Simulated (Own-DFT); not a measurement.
Simulation results for AlGa3N4 (wurtzite random alloy, strained, atoms displaced)

Computed with Own-DFT development build. A calculation, not a measurement: plane-wave PBE density functional theory by an unreviewed code, no spin, of a simulated periodic cell, stress positive in tension, free energy of the whole cell less one offset for each atom, forces on such cells passed a denser k mesh, this cell's mesh not checked; offsets are fitted by least squares, one for each functional and potential file, so energies compare only between cells with the same atoms and settings and are not formation energies; the far tail of each file's local potential was reset to the Coulomb form; each entry is a single point on an unrelaxed cell, so the pressure reflects the starting lattice, mostly measured values, from which strain is counted, and rises with the displacements; printed positions are rounded, which can move forces by about a meV/angstrom; the program is a retired in-house code; no spin-orbit coupling.

Settings shared by all entries: functional PBE; potential files PseudoDojo norm-conserving, scalar-relativistic, standard set with the stringent files for Ga; wave cutoff 96 hartree; occupations Gaussian; smearing width 0.01 eV; k mesh 4 x 4 x 3 centred on Gamma.

(1) AlGa3N4 (wurtzite random alloy, strained, atoms displaced)

```
AlGa3N4
1.0
      9.5092     0.0000     0.0000
     -4.7546     8.2353     0.0000
      0.0000     0.0000    10.1658
Al Ga N Ga Al N Ga N Ga N Al Ga N Ga N Al Ga N Ga Al N Ga Al N Ga Al N Ga Al N Ga N Ga N Ga N Ga Al N Ga N Ga N Ga N
1 1 2 1 1 2 2 2 2 2 1 1 2 2 2 1 1 2 1 1 2 1 1 2 1 1 2 1 1 2 2 2 2 2 2 2 1 1 2 2 2 2 2 2 2
Direct
  0.10849 0.22400 0.98894
  0.21883 0.11249 0.24137
  0.11578 0.21569 0.18942
  0.22579 0.11147 0.44123
  0.11037 0.21666 0.50447
  0.22021 0.10752 0.75302
  0.11917 0.22441 0.68494
  0.22204 0.10965 0.93889
  0.11086 0.55285 0.00757
  0.22617 0.44402 0.25252
  0.10576 0.54792 0.18971
  0.22098 0.43508 0.43547
  0.10694 0.55822 0.49761
  0.23038 0.44596 0.75002
  0.10899 0.54717 0.68957
  0.23583 0.45809 0.94561
  0.12084 0.89783 0.99890
  0.22840 0.76984 0.24572
  0.09975 0.87850 0.18536
  0.22510 0.78070 0.43904
  0.12152 0.89851 0.49000
  0.21638 0.77573 0.75021
  0.10059 0.88360 0.69351
  0.23001 0.78717 0.93538
  0.43689 0.21704 0.99160
  0.55233 0.10687 0.25000
  0.44574 0.22342 0.18779
  0.55663 0.11011 0.42700
  0.43894 0.22348 0.50173
  0.55974 0.11813 0.75317
  0.45672 0.22008 0.69158
  0.54925 0.10808 0.94277
  0.44586 0.55844 0.00168
  0.54831 0.43558 0.25548
  0.43887 0.55341 0.19538
  0.56125 0.44915 0.43937
  0.43958 0.55228 0.49965
  0.56022 0.44043 0.74904
  0.45068 0.57326 0.69161
  0.55561 0.44038 0.94140
  0.45269 0.89425 0.00544
  0.56331 0.78615 0.25378
  0.44386 0.88116 0.19491
  0.55542 0.78534 0.44569
  0.43306 0.88075 0.50759
  0.55289 0.77661 0.75188
  0.43542 0.88972 0.67864
  0.54765 0.77352 0.94584
  0.78013 0.22225 0.99518
  0.88376 0.10954 0.24986
  0.77542 0.22056 0.18700
  0.89973 0.10834 0.44233
  0.77871 0.22467 0.49535
  0.89297 0.11465 0.75084
  0.78321 0.21907 0.69189
  0.88078 0.10068 0.94535
  0.77650 0.55266 0.00152
  0.88746 0.44065 0.24645
  0.78418 0.56232 0.18838
  0.88820 0.45160 0.43718
  0.78141 0.55857 0.50302
  0.87088 0.44331 0.75367
  0.77645 0.55426 0.69373
  0.90328 0.44750 0.94117
  0.78455 0.89591 0.00124
  0.89439 0.77887 0.25457
  0.77376 0.88566 0.18285
  0.89452 0.77267 0.43832
  0.77601 0.88509 0.50015
  0.89277 0.78216 0.74608
  0.77122 0.88289 0.68950
  0.88573 0.77538 0.93981
```

- free energy of cell above offsets: -8.688 eV
- pressure: 9.06 GPa
- stress xx: -8.16 GPa
- stress yy: -7.29 GPa
- stress zz: -11.74 GPa
- stress yz: 0.49 GPa
- stress xz: -0.66 GPa
- stress xy: -0.75 GPa

Force:
```
element  x (eV/Å)  y (eV/Å)  z (eV/Å)
     Al     0.597     0.365     1.802
     Ga     2.076    -1.512      1.04
      N    -2.992     1.375    -2.128
      N    -0.479     0.808    -0.985
     Ga     0.411     0.746    -1.459
     Al     0.553    -0.267    -0.874
      N     0.664    -0.715     2.676
      N    -0.899     0.748    -0.579
     Ga      0.94     1.799    -1.441
     Ga    -0.709    -1.032    -0.843
      N    -0.128    -0.317     1.264
      N    -0.818      0.75     1.418
     Ga     0.982    -0.588     0.637
     Ga    -0.897     0.693     0.312
      N    -0.931     0.423    -0.002
      N     -1.58    -3.221    -1.142
     Al    -0.868    -2.271    -0.018
     Ga    -1.916     0.312      0.54
      N      2.42     1.627    -0.597
      N    -0.631      -0.9    -0.927
     Ga    -0.606    -1.787     1.523
     Ga      0.52    -0.567    -0.362
      N     1.996     2.442     -1.37
      N    -0.758    -0.355     1.738
     Al     0.857     1.115     1.603
     Ga    -0.312     0.272    -1.609
      N    -0.247    -0.033    -1.031
      N    -0.363     0.203     3.405
     Ga     2.051     0.121    -0.589
     Al      1.26    -2.223    -0.345
      N    -2.411      0.75     0.534
      N     0.272     1.403    -1.272
     Ga     1.522    -0.108      1.22
     Al     0.479     1.453    -1.282
      N     2.198     1.226     0.156
      N    -0.569    -0.548     0.154
     Ga     0.271     0.999    -0.034
     Al    -1.391     0.962     0.547
      N     1.586     -4.23    -0.736
      N    -0.307    -0.822    -1.312
     Ga    -0.819     -1.16    -0.294
     Al    -0.066    -1.563     0.198
      N     0.791     0.693    -0.551
      N      0.57     -1.11     -1.81
     Ga      1.24     1.576    -3.221
     Ga    -0.753     2.329      0.87
      N     0.716     1.354      4.88
      N     1.272     1.348    -1.012
     Ga     -0.78     0.185       0.7
     Ga     1.209     -0.07    -0.087
      N     0.148      0.79     0.212
      N    -2.018    -0.136    -0.608
     Ga     0.186    -0.519     0.238
     Ga     0.405    -1.146    -0.219
      N    -2.086     0.207    -0.151
      N     1.319     3.441    -1.672
     Ga     0.301     0.659     0.128
     Al    -0.859     0.542     0.226
      N    -0.517    -2.318     1.123
      N     0.672    -1.238    -1.006
     Ga    -0.364    -0.298     -0.16
     Ga      3.86    -0.495    -0.003
      N    -1.733     0.449    -0.722
      N    -2.121    -0.962    -0.382
     Ga    -0.236    -3.463    -0.377
     Ga    -1.471    -0.606    -1.077
      N     -0.14     0.113     2.444
      N    -0.797     1.206     0.966
     Ga     0.304      0.05     0.111
     Ga    -1.812    -1.015      1.56
      N     0.504      1.22     0.228
      N      1.23      0.84    -0.162
```

(2) AlGa3N4 (wurtzite random alloy, strained, atoms displaced)

```
AlGa3N4
1.0
      9.5092     0.0000     0.0000
     -4.7546     8.2353     0.0000
      0.0000     0.0000    10.1658
Al N Ga N Ga Al N Ga N Ga N Ga Al N Ga Al N Ga N Ga N Ga N Ga Al N Al N Ga N Ga N Ga Al N Ga N Ga N Ga N
2 2 2 2 1 1 2 2 2 2 2 1 1 2 1 1 2 2 2 2 2 2 2 1 1 2 2 2 2 2 2 2 1 1 2 2 2 2 2 2 2
Direct
  0.12453 0.22013 0.99828
  0.20689 0.10417 0.25223
  0.10933 0.21411 0.18707
  0.22979 0.11244 0.43212
  0.11677 0.22232 0.50529
  0.21714 0.10404 0.74217
  0.11115 0.22635 0.69240
  0.22946 0.11741 0.94367
  0.10807 0.55936 0.99955
  0.22750 0.44846 0.24368
  0.11079 0.55345 0.18715
  0.22847 0.45384 0.43999
  0.11141 0.55754 0.50181
  0.22494 0.44586 0.74280
  0.11130 0.55717 0.68893
  0.21303 0.43950 0.93709
  0.12381 0.89962 0.99769
  0.21373 0.77695 0.25165
  0.10202 0.89067 0.18962
  0.22886 0.77511 0.43361
  0.10805 0.89329 0.50279
  0.22224 0.77974 0.74501
  0.10614 0.88935 0.68584
  0.22876 0.77572 0.94613
  0.44987 0.22204 0.00131
  0.55596 0.11509 0.25191
  0.44573 0.23513 0.18717
  0.54939 0.11143 0.43383
  0.43241 0.22249 0.49287
  0.54851 0.11147 0.74994
  0.44839 0.22676 0.68840
  0.55738 0.10784 0.94844
  0.44092 0.55212 0.99864
  0.55204 0.44927 0.24621
  0.43221 0.54804 0.18644
  0.55755 0.45058 0.43823
  0.43621 0.54501 0.50558
  0.56485 0.44963 0.74519
  0.44097 0.54881 0.69712
  0.55120 0.43518 0.93624
  0.44561 0.89241 0.00176
  0.55402 0.78013 0.24360
  0.44888 0.88493 0.18453
  0.55652 0.77827 0.44021
  0.45030 0.88665 0.49656
  0.54597 0.77264 0.74660
  0.43593 0.88334 0.68651
  0.55474 0.78040 0.93637
  0.78975 0.21652 0.00758
  0.89933 0.11652 0.24912
  0.77754 0.22421 0.18623
  0.90179 0.11527 0.44068
  0.77998 0.22093 0.49973
  0.88514 0.11239 0.75523
  0.78008 0.22328 0.68847
  0.88276 0.10420 0.93754
  0.77218 0.55686 0.99341
  0.90222 0.44761 0.24347
  0.77355 0.55524 0.18532
  0.88379 0.44268 0.43653
  0.77666 0.55200 0.49637
  0.88757 0.44054 0.74501
  0.77968 0.54792 0.69066
  0.88125 0.43728 0.93648
  0.79137 0.89641 0.99666
  0.90004 0.78247 0.25278
  0.77339 0.88485 0.18521
  0.89142 0.77361 0.44432
  0.77912 0.89312 0.50914
  0.89005 0.77281 0.74739
  0.77090 0.89853 0.68894
  0.88652 0.77221 0.93204
```

- free energy of cell above offsets: -9.368 eV
- pressure: 8.93 GPa
- stress xx: -7.74 GPa
- stress yy: -7.57 GPa
- stress zz: -11.49 GPa
- stress yz: 0.38 GPa
- stress xz: 0.54 GPa
- stress xy: -0.98 GPa

Force:
```
element  x (eV/Å)  y (eV/Å)  z (eV/Å)
     Al    -2.461     0.949     0.054
     Al     2.057     1.198    -1.136
      N     0.713     1.998    -0.659
      N    -2.697     -1.19     0.058
     Ga    -0.361     0.837    -0.858
     Ga     0.383      2.03     1.493
      N     0.347    -1.186    -0.182
      N     -0.12    -0.723    -1.564
     Ga     0.037    -1.358    -0.721
     Al    -1.221    -1.089      1.01
      N     0.649    -0.077     0.732
      N    -0.757    -1.835      -1.4
     Ga    -0.419    -0.198    -0.775
     Ga      -1.1    -0.136     1.854
      N    -0.021         1     0.375
      N      0.56    -0.621     0.393
     Ga    -0.628    -1.749     0.044
     Ga     1.381     0.356      -1.1
      N      2.58     1.353    -0.605
      N    -0.632     1.066     1.727
     Ga     1.507    -0.748    -1.473
     Al     -0.02    -0.578     0.946
      N       1.5    -0.777     0.949
      N    -1.734     0.888    -2.381
     Ga     0.411     0.157     0.175
     Al    -0.183    -0.091    -1.298
      N    -0.008    -3.107     1.357
      N     0.854    -0.762     0.706
     Ga     3.411     1.279     0.966
     Ga     1.351    -0.325     0.609
      N    -1.126    -0.656    -0.738
      N     0.177     0.931    -1.602
     Ga    -0.076     0.452    -0.974
     Ga     0.738     0.436     0.385
      N     0.607     2.029     0.385
      N    -0.388    -0.745     0.128
     Ga      1.02     2.008    -0.398
     Ga    -0.883        -1       1.1
      N     0.765     1.789    -1.017
      N    -0.485     1.278    -0.307
     Ga      1.17    -0.738    -0.436
     Al     0.847    -0.794      0.78
      N    -1.388      1.24     2.097
      N     0.073    -0.056    -0.727
     Al        -1      0.53    -0.205
     Al     0.426      0.68     0.872
      N     0.322     0.047    -0.425
      N     0.728    -0.596    -0.694
     Ga    -2.129     0.919    -1.549
     Ga    -1.872    -1.362     0.249
      N     0.173     0.294     2.563
      N    -0.866    -0.395     -0.27
     Ga    -0.535    -0.137    -0.572
     Ga     0.184     0.333    -0.852
      N      -0.8    -0.751    -0.122
      N     2.707     1.736     0.508
     Ga     0.704    -0.968     0.898
     Al    -2.798    -0.799     0.616
      N     1.612     0.235     0.657
      N     1.354     0.017    -1.062
     Ga    -0.134    -0.066     0.303
     Ga     0.745    -0.102     1.244
      N    -0.492     1.491    -1.167
      N     0.511     0.505     0.283
     Ga    -1.288    -2.422     0.389
     Ga    -3.394    -2.088     0.072
      N     0.245     0.305     0.997
      N    -0.767     0.869     -0.25
     Ga     0.041     -0.52    -2.177
     Ga    -1.569     0.129    -0.287
      N      0.55    -2.024     1.432
      N     0.914     1.404     0.575
```
